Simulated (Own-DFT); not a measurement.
## Calculated data, Ti₇Si₁₃ (TiSi2 crystal with substituted atoms, atoms displaced), W₃₁C₃₃ (WC crystal with substituted atoms, atoms displaced), Ti₁₉Si₄₁ (TiSi2 crystal with substituted atoms, atoms displaced), TiSi₂ (TiSi2 crystal, atoms displaced)

Computed with Own-DFT development build. A calculation, not a measurement: plane-wave PBE density functional theory by an unreviewed code, no spin, of a simulated periodic cell, stress positive in tension, free energy of the whole cell less one offset for each atom, forces on such cells moved up to 12 meV/angstrom on a denser k mesh; offsets are fitted by least squares, one for each functional and potential file, so energies compare only between cells with the same atoms and settings and are not formation energies; the far tail of each file's local potential was reset to the Coulomb form; each entry is a single point on an unrelaxed cell, so the pressure reflects the starting lattice, taken from the Materials Project, from which strain is counted, and rises with the displacements; printed positions are rounded, which can move forces by about a meV/angstrom; the program is a retired in-house code; no spin-orbit coupling; before rounding, a Quantum ESPRESSO 7.3.1 run of the same cell and cutoff gave forces within 1 meV/angstrom rms on each cell, which checks the program and not the settings.

Common to all runs: functional PBE; potential files PseudoDojo norm-conserving, scalar-relativistic, standard set; occupations cold (Marzari-Vanderbilt); smearing width 0.2 eV; k mesh 4 x 4 x 4 centred on Gamma.

(1) Ti₇Si₁₃ (TiSi2 crystal with substituted atoms, atoms displaced)

```
Ti7Si13
1.0
      5.2953    -6.7593     3.5652
      7.0604     0.0000    -7.1303
      5.2953     6.7593     3.5652
Ti Si Ti Si Ti Si Ti Si Ti Si Ti Si Ti Si Ti Si Ti Si Ti Si
2 4 2 4 2 4 2 4 2 4 2 4 2 4 3 3 2 4 2 4
Direct
  0.95651 0.91926 0.14696
  0.85426 0.88540 0.65210
  0.59966 0.92158 0.50930
  0.19501 0.86594 0.31817
  0.90077 0.01803 0.38047
  0.90487 0.76895 0.39476
  0.94206 0.41564 0.14903
  0.86410 0.37082 0.64534
  0.59587 0.43038 0.48139
  0.19864 0.37478 0.29152
  0.90002 0.51920 0.40131
  0.91454 0.26739 0.40913
  0.74220 0.72646 0.94056
  0.64165 0.66236 0.45697
  0.40360 0.71453 0.28340
  0.00917 0.66729 0.10570
  0.68371 0.82697 0.19612
  0.70754 0.57539 0.19283
  0.54867 0.01614 0.75919
  0.44253 0.96891 0.24044
  0.20884 0.02485 0.09056
  0.78607 0.98829 0.91566
  0.50652 0.12773 0.01124
  0.50495 0.87391 0.99574
  0.74952 0.22801 0.96404
  0.63254 0.17328 0.42640
  0.41675 0.21968 0.28738
  0.99231 0.18740 0.10543
  0.69880 0.32590 0.20490
  0.69819 0.07660 0.19138
  0.54919 0.53557 0.76116
  0.45824 0.47745 0.25149
  0.20967 0.52979 0.09474
  0.79268 0.47219 0.91287
  0.49590 0.63305 0.00262
  0.48427 0.37654 0.99938
  0.34263 0.82280 0.55537
  0.24944 0.77526 0.03580
  0.99623 0.82821 0.89624
  0.58250 0.79147 0.70277
  0.29451 0.94324 0.79765
  0.29776 0.67225 0.79428
  0.34253 0.33266 0.56095
  0.25286 0.27037 0.04558
  0.00551 0.30891 0.90068
  0.57882 0.28075 0.70737
  0.30224 0.42014 0.80917
  0.30912 0.17916 0.81109
  0.14566 0.63836 0.33828
  0.04696 0.57120 0.85184
  0.81036 0.62635 0.69266
  0.39736 0.58536 0.50990
  0.09675 0.72986 0.60393
  0.09728 0.46659 0.60406
  0.14250 0.12691 0.36113
  0.07013 0.06281 0.85264
  0.80287 0.13405 0.69236
  0.37825 0.07445 0.50018
  0.09807 0.21294 0.60426
  0.10234 0.96813 0.59449
```

* wave cutoff: 42 hartree
* free energy of cell above offsets: -7.215 eV
* pressure: 6.03 GPa
* stress xx: -4.77 GPa
* stress yy: -4.98 GPa
* stress zz: -8.34 GPa
* stress yz: -0.58 GPa
* stress xz: -0.48 GPa
* stress xy: -0.16 GPa

Force:
```csv
element,x (eV/Å),y (eV/Å),z (eV/Å)
Ti,0.133,1.066,-0.234
Ti,-1.188,-0.285,0.032
Si,-0.666,-2.648,-2.522
Si,0.315,-0.534,-2.043
Si,0.728,1.191,0.047
Si,-0.107,0.687,-0.423
Ti,2.58,0.297,-0.456
Ti,-1.058,1.775,-2.111
Si,0.513,0.006,2.733
Si,0.698,1.327,0.894
Si,-0.056,-0.197,-0.229
Si,-1.101,0.556,-1.07
Ti,1.123,0.591,0.389
Ti,1.625,-2.071,-1.356
Si,1.129,-0.413,-0.902
Si,-1.179,1.547,-2.318
Si,0.699,-0.419,1.098
Si,-0.05,0.573,-0.051
Ti,1.32,-0.297,-2.243
Ti,1.206,-0.1,0.773
Si,-0.046,0.655,0.621
Si,-0.682,-0.335,0.962
Si,-1.129,-0.187,-0.531
Si,-0.463,0.559,-0.641
Ti,-1.449,-0.117,-1.228
Ti,3.062,0.158,2.562
Si,-1.294,0.382,-1.801
Si,-0.591,2.2,4.866
Si,-0.035,-0.073,-0.049
Si,0.5,0.369,1.042
Ti,-1.144,-0.247,0.259
Ti,-1.743,-0.046,-0.511
Si,-0.822,-1.749,0.858
Si,-0.178,-0.22,-1.167
Si,-0.488,-0.231,0.358
Si,1.606,-0.793,0.574
Ti,0.49,-0.363,-0.34
Ti,0.913,0.335,0.082
Si,-0.246,-0.693,0.285
Si,-0.746,1.303,4.058
Si,-0.687,-0.807,1.695
Si,0.468,0.386,0.046
Ti,-1.165,-0.966,-0.102
Ti,1.521,1.025,0.906
Ti,-0.341,-5.951,-3.455
Si,0.528,-0.4,0.678
Si,-0.54,0.089,-1.45
Si,-0.889,-0.148,-0.383
Ti,-0.351,1.313,2.788
Ti,0.785,-0.28,-0.711
Si,-0.223,0.345,-0.403
Si,-1.297,1.17,0.38
Si,-0.857,0.085,0.493
Si,0.588,-0.231,-0.011
Ti,-1.233,-1.596,-0.143
Ti,-1.344,1.9,-1.131
Si,-0.068,-0.169,0.302
Si,1.206,0.014,0.632
Si,1.405,0.048,0.044
Si,0.314,0.614,-0.443
```

(2) W₃₁C₃₃ (WC crystal with substituted atoms, atoms displaced)

```
W31C33
1.0
      5.8332    -5.0517    -2.8394
      0.0000    -5.0517     8.5183
     -5.8332    -5.0517    -2.8394
W C W C W C W C W C W C W C W C W C W C W C W C W C W C W C W C W C W C W C W C W C W C W C W C W C W C W C W C W C W C W C
1 1 1 1 1 1 1 1 1 1 1 1 1 1 1 1 1 1 1 3 1 1 1 1 1 1 1 1 1 1 1 1 1 1 1 1 1 1 1 1 1 1 1 1 1 1 1 1 1 1 1 1 1 1 1 1 1 1 1 1 1 1
Direct
  0.69661 0.87812 0.93684
  0.70026 0.96992 0.68478
  0.37216 0.72928 0.90153
  0.39065 0.83372 0.62068
  0.18116 0.37970 0.93959
  0.18022 0.45613 0.70041
  0.06627 0.63175 0.80820
  0.05368 0.70680 0.56436
  0.93318 0.87259 0.68412
  0.92717 0.95717 0.43521
  0.87396 0.23791 0.85373
  0.86999 0.33627 0.61975
  0.74963 0.51504 0.74436
  0.75742 0.57382 0.49763
  0.62227 0.74555 0.63301
  0.62046 0.82785 0.38119
  0.55490 0.12846 0.81509
  0.56386 0.20498 0.55808
  0.42230 0.36580 0.69382
  0.43534 0.45723 0.43697
  0.32794 0.62897 0.55658
  0.32059 0.70475 0.31809
  0.20825 0.86559 0.44109
  0.17671 0.95985 0.20105
  0.24425 0.99913 0.74535
  0.25687 0.09196 0.50877
  0.13188 0.24945 0.60075
  0.13000 0.32331 0.36117
  0.98831 0.48509 0.50031
  0.00998 0.58361 0.25098
  0.86571 0.75135 0.36780
  0.87405 0.84221 0.12045
  0.80763 0.11900 0.56155
  0.81723 0.20549 0.32035
  0.68904 0.37439 0.44262
  0.68809 0.45511 0.19613
  0.56815 0.62987 0.32233
  0.56838 0.70181 0.07059
  0.41839 0.87446 0.19323
  0.44348 0.95145 0.93046
  0.50278 0.99441 0.49560
  0.50819 0.09653 0.24288
  0.38077 0.24758 0.39103
  0.40146 0.33694 0.13835
  0.25129 0.49949 0.24588
  0.25264 0.56784 0.00134
  0.12760 0.74068 0.11994
  0.12078 0.82339 0.86803
  0.06390 0.11371 0.29251
  0.07268 0.20286 0.05550
  0.92760 0.37665 0.17996
  0.92347 0.47175 0.94027
  0.79568 0.63134 0.04898
  0.82115 0.70086 0.82293
  0.75143 0.01165 0.26483
  0.76410 0.09197 0.99481
  0.62749 0.27167 0.12374
  0.64927 0.32507 0.88065
  0.49404 0.49656 0.99285
  0.50795 0.59046 0.74898
  0.33429 0.12649 0.05938
  0.29591 0.19967 0.83400
  0.99770 0.00377 0.99013
  0.99907 0.05359 0.75703
```

* wave cutoff: 50 hartree
* free energy of cell above offsets: 17.215 eV
* pressure: 10.69 GPa
* stress xx: -10.64 GPa
* stress yy: -10 GPa
* stress zz: -11.43 GPa
* stress yz: 0.08 GPa
* stress xz: -0.38 GPa
* stress xy: 0.85 GPa

Force:
```csv
element,x (eV/Å),y (eV/Å),z (eV/Å)
W,-1.617,1.208,1.628
C,-2.747,2.036,-1.871
W,4.687,-0.747,6.757
C,-1.832,-0.145,0.752
W,0.058,2.095,-2.031
C,0.413,1.733,-0.975
W,0.014,2.489,-2.579
C,0.37,1.141,1.151
W,0.866,1.465,-1.893
C,0.772,-0.998,-1.252
W,-0.386,-4.403,1.33
C,-0.302,0.276,-1.75
W,-1.257,2.135,-5.61
C,-0.598,-0.33,2.228
W,0.904,-0.08,2.293
C,0.732,-0.487,0.791
W,2.267,-0.359,-1.431
C,-1.137,-0.941,-0.448
W,1.825,-2.166,1.623
C,0.157,-0.447,-0.814
C,1.177,-0.771,0.192
C,0.211,1.353,0.598
W,-4.058,2.137,1.292
C,3.649,1.401,-2.294
W,0.846,-1.354,-3.107
C,1.026,2.303,-2.366
W,-5.2,-1.688,-0.742
C,-0.584,-0.036,1.648
W,3.773,-3.52,2.888
C,-1.242,1.506,-0.02
W,1.27,-2.089,-2.008
C,-0.486,0.024,-1.235
W,1.418,-2.258,1.453
C,0.796,0.208,1.758
W,-0.586,1.622,0.824
C,0.359,-1.129,2.522
W,-0.515,2.805,-1.189
C,-1.736,0.893,2.033
W,4.356,-1.697,-1.055
C,-1.262,-0.359,-0.054
W,-0.842,-1.625,1.071
C,-1.285,-0.08,-1.708
W,3.309,2.244,2.949
C,-2.497,2.849,1.66
W,-1.23,-1.191,-1.8
C,-1.064,-0.517,1.871
W,-2.345,-1.635,2.108
C,-0.053,-2.162,0.459
W,-3.827,-4.426,1.984
C,-0.5,0.171,1.163
W,1.516,-1.971,-1.571
C,1.882,0.573,-1.864
W,-0.56,-4.842,-5.071
C,1.174,0.524,4.02
W,2.554,5.002,-0.097
C,-2.082,1.504,-0.761
W,1.254,2.056,-7.559
C,-1.126,1.864,3.563
W,1.288,-2.128,-1.257
C,-1.705,0.823,-1.834
W,-4.424,1.365,-0.001
C,3.71,0.627,2.277
W,-1.348,-1.206,-4.029
C,1.799,-0.647,5.389
```

(3) Ti₁₉Si₄₁ (TiSi2 crystal with substituted atoms, atoms displaced)

```
Ti19Si41
1.0
      5.2953    -6.7593     3.5652
      7.0604     0.0000    -7.1303
      5.2953     6.7593     3.5652
Ti Si Ti Si Ti Si Ti Si Ti Si Ti Si Ti Si Ti Si Ti Si Ti Si
2 4 2 4 2 4 2 4 2 4 1 5 2 4 2 4 2 4 2 4
Direct
  0.94643 0.92195 0.15117
  0.84640 0.85971 0.67307
  0.61710 0.93089 0.47852
  0.19579 0.86436 0.30136
  0.92117 0.01985 0.41587
  0.90564 0.78187 0.42080
  0.93973 0.42296 0.16156
  0.86123 0.37826 0.65192
  0.60286 0.41287 0.48881
  0.19065 0.36333 0.29859
  0.89473 0.53941 0.38598
  0.90623 0.27704 0.39866
  0.74168 0.71582 0.95994
  0.64162 0.69303 0.44438
  0.40046 0.72187 0.28212
  0.98955 0.67616 0.12176
  0.70192 0.82307 0.20271
  0.70582 0.58019 0.20300
  0.56170 0.01046 0.75971
  0.45385 0.96978 0.25328
  0.21637 0.03404 0.08465
  0.78408 0.98164 0.90622
  0.49241 0.11617 0.99320
  0.48838 0.87369 0.00670
  0.74946 0.21901 0.95056
  0.65984 0.16971 0.44495
  0.40867 0.22982 0.29415
  0.00575 0.17036 0.08913
  0.69568 0.32591 0.21160
  0.70138 0.07466 0.20702
  0.53108 0.52147 0.75068
  0.45938 0.46102 0.24953
  0.20906 0.52404 0.09794
  0.79423 0.48013 0.89200
  0.49963 0.62231 0.99390
  0.49892 0.38449 0.99133
  0.35298 0.82634 0.54255
  0.26715 0.77928 0.05130
  0.02318 0.81226 0.89423
  0.58959 0.77298 0.72098
  0.31735 0.91999 0.78948
  0.31403 0.67430 0.80413
  0.34314 0.31743 0.54157
  0.25369 0.27979 0.04621
  0.01150 0.32557 0.89417
  0.59518 0.27848 0.70339
  0.30182 0.41262 0.79503
  0.29766 0.17051 0.79353
  0.15779 0.60693 0.36854
  0.05210 0.57386 0.85065
  0.81126 0.61897 0.69650
  0.39566 0.59027 0.52504
  0.10359 0.72498 0.60835
  0.09863 0.47576 0.58872
  0.14004 0.12128 0.35485
  0.05346 0.06760 0.84139
  0.80984 0.11842 0.68141
  0.39209 0.08236 0.49935
  0.10164 0.23795 0.59693
  0.11634 0.98436 0.59797
```

- wave cutoff: 42 hartree
- free energy of cell above offsets: -7.927 eV
- pressure: 5.12 GPa
- stress xx: -5.19 GPa
- stress yy: -4.31 GPa
- stress zz: -5.86 GPa
- stress yz: -0.86 GPa
- stress xz: 0.07 GPa
- stress xy: 0.11 GPa

Force:
```csv
element,x (eV/Å),y (eV/Å),z (eV/Å)
Ti,0.785,0.195,-0.055
Ti,0.169,-2.203,-1.259
Si,0.483,1.018,0.941
Si,0.35,0.715,-1.263
Si,-1.345,0.743,-1.247
Si,-1.13,-0.426,-0.119
Ti,-0.606,-1.414,-0.536
Ti,-1.531,0.171,-0.07
Si,1.175,-0.501,-1.568
Si,0.549,1.05,-0.577
Si,0.686,0.98,1.239
Si,-0.13,0.522,-0.05
Ti,1.027,-0.636,-0.393
Ti,-0.416,-0.604,2.233
Si,0.862,-0.526,2.265
Si,-0.419,-0.257,0.326
Si,0.287,-0.063,-0.518
Si,-0.893,0.63,-0.405
Ti,-0.442,0.525,-2.801
Ti,-0.064,-0.249,-1.214
Si,-0.516,-0.249,1.454
Si,0.449,-0.398,2.337
Si,1.375,-0.077,0.089
Si,0.978,-1.447,0.679
Ti,0.725,0.485,-0.855
Ti,0.244,0.608,-0.083
Si,-0.662,-1.241,0.284
Si,0.119,2.284,0.055
Si,-0.463,-0.904,0.088
Si,-0.345,-0.655,-0.078
Ti,1.823,-1.764,1.097
Si,0.415,-0.077,-0.572
Si,0.324,-0.385,-0.41
Si,-0.177,2.006,2.308
Si,0.811,0.583,0.381
Si,-0.585,0.39,1.312
Ti,1.091,1.17,-0.551
Ti,-2.406,0.721,-1.23
Si,0.617,0.764,-0.919
Si,-0.965,-0.703,-0.164
Si,-0.134,0.911,-0.197
Si,-1.159,0.743,-0.929
Ti,1.93,0.448,-0.365
Ti,-0.491,-0.451,0.203
Si,-0.33,-0.588,-0.666
Si,-0.46,0.581,1.261
Si,0.131,0.388,-0.768
Si,0.14,-0.294,0.228
Ti,-0.112,-0.758,-2.405
Ti,0.008,-0.563,0.584
Si,-0.457,-1.077,-2.036
Si,-2.626,-0.702,0.497
Si,0.253,-0.153,0.231
Si,0.858,0.953,0.381
Ti,0.217,-1.47,0.142
Ti,0.658,-0.122,-0.083
Si,0.89,0.09,0.192
Si,-0.406,0.336,1.968
Si,-0.91,0.357,0.725
Si,-0.25,0.593,0.888
```

(4) TiSi₂ (TiSi2 crystal, atoms displaced)

```
TiSi2
1.0
      5.2953    -6.7593     3.5652
      7.0604     0.0000    -7.1303
      5.2953     6.7593     3.5652
Ti Si Ti Si Ti Si Ti Si Ti Si Ti Si Ti Si Ti Si Ti Si Ti Si
2 4 2 4 2 4 2 4 2 4 2 4 2 4 2 4 2 4 2 4
Direct
  0.94151 0.93152 0.18001
  0.84755 0.88419 0.65633
  0.57751 0.92365 0.46926
  0.18414 0.87939 0.31626
  0.89669 0.01399 0.39607
  0.90677 0.78462 0.40805
  0.93635 0.42252 0.14448
  0.87132 0.37106 0.64632
  0.61123 0.40266 0.49386
  0.19395 0.37707 0.31050
  0.91247 0.51609 0.40725
  0.88804 0.26151 0.39053
  0.75917 0.71057 0.95206
  0.65554 0.66852 0.46202
  0.39584 0.73367 0.28945
  0.99761 0.67645 0.10741
  0.71481 0.83914 0.20224
  0.68010 0.56295 0.19394
  0.54913 0.01955 0.73591
  0.44244 0.95090 0.25168
  0.19945 0.02535 0.08656
  0.76514 0.97642 0.88629
  0.51140 0.12458 0.01925
  0.50175 0.88268 0.00270
  0.73864 0.23428 0.97106
  0.65921 0.16891 0.46632
  0.40294 0.23684 0.28205
  0.99909 0.17095 0.11266
  0.70975 0.31354 0.19747
  0.72196 0.07489 0.20238
  0.55618 0.52110 0.75925
  0.48970 0.44492 0.26664
  0.19913 0.52945 0.07956
  0.79628 0.48114 0.90131
  0.49293 0.63323 0.97468
  0.50553 0.39765 0.00550
  0.33034 0.81811 0.55759
  0.27182 0.78669 0.06791
  0.01068 0.83049 0.89663
  0.58786 0.78411 0.70751
  0.30363 0.92166 0.80203
  0.33083 0.65720 0.82348
  0.34576 0.34411 0.56887
  0.28052 0.27327 0.06156
  0.00906 0.31862 0.89629
  0.60045 0.26773 0.70054
  0.28133 0.42735 0.79389
  0.28980 0.18005 0.78960
  0.14609 0.62359 0.32784
  0.05966 0.56468 0.85788
  0.79352 0.65320 0.69902
  0.39655 0.58902 0.51514
  0.10607 0.71506 0.59530
  0.09982 0.48641 0.61333
  0.15142 0.13079 0.35680
  0.06858 0.06963 0.84802
  0.83043 0.12640 0.68956
  0.41419 0.08152 0.51194
  0.10505 0.21462 0.61204
  0.09771 0.97042 0.60318
```

* wave cutoff: 42 hartree
* free energy of cell above offsets: -2.004 eV
* pressure: 9.2 GPa
* stress xx: -10.06 GPa
* stress yy: -7.49 GPa
* stress zz: -10.05 GPa
* stress yz: 1.07 GPa
* stress xz: -1.85 GPa
* stress xy: -1.01 GPa

Force:
```csv
element,x (eV/Å),y (eV/Å),z (eV/Å)
Ti,-2.124,-4.77,0.042
Ti,-0.733,-1.521,-0.194
Si,2.132,-1.295,3.955
Si,0.113,0.151,-0.056
Si,3.121,1.661,-0.033
Si,-1.761,0.723,1.658
Ti,1.394,-0.398,0.811
Ti,-0.293,1.599,-0.911
Si,3.076,-0.1,-1.307
Si,-0.016,0.383,-0.554
Si,-0.695,0.052,-0.997
Si,2.233,-0.444,0.509
Ti,1.151,1.616,-1.908
Ti,-0.977,-1.104,-0.879
Si,-0.187,0.55,4.414
Si,-0.622,0.722,-1.171
Si,-2.385,1.334,0.902
Si,2.444,-1.546,-0.01
Ti,1.287,2.168,-0.623
Ti,2.171,-1.593,-3.815
Si,1.73,-0.238,1.038
Si,2.633,0.219,2.176
Si,-0.705,-0.053,-0.686
Si,0.187,-0.74,0.383
Ti,-1.633,-3.344,0.422
Ti,-1.861,-1.537,-0.422
Si,0.578,0.662,4.423
Si,0.045,0.619,-1.033
Si,0.705,1.248,-0.728
Si,-0.866,1.674,-1.333
Ti,-0.765,-0.612,-0.533
Ti,-1.04,2.324,-5.013
Si,1.652,-0.089,2.417
Si,-0.756,-0.08,1.112
Si,6.837,0.414,4.594
Si,-1.627,-0.031,1.406
Ti,2.206,-1.302,-0.418
Ti,-4.472,-0.858,-1.487
Si,-0.279,0.023,0.238
Si,-1.038,0.709,-0.33
Si,0.016,-0.045,0.054
Si,-5.396,1.152,-6.05
Ti,-2.219,-1.702,0.443
Ti,-3.295,0.375,-2.71
Si,0.464,-0.163,0.042
Si,1.152,1.584,0.94
Si,1.924,-0.193,1.992
Si,1.737,-0.446,1.963
Ti,2.482,1.769,1.219
Ti,-0.517,-0.07,-2.419
Si,-0.987,-1.853,3.237
Si,-1.554,-0.404,1.189
Si,0.842,0.836,-0.708
Si,-2.059,-0.783,0.046
Ti,-0.426,0.133,0.51
Ti,-0.504,1.537,-0.726
Si,-0.105,0.339,-0.114
Si,-1.707,1.817,-3.39
Si,-0.83,-0.85,-1.647
Si,0.123,-0.226,0.067
```
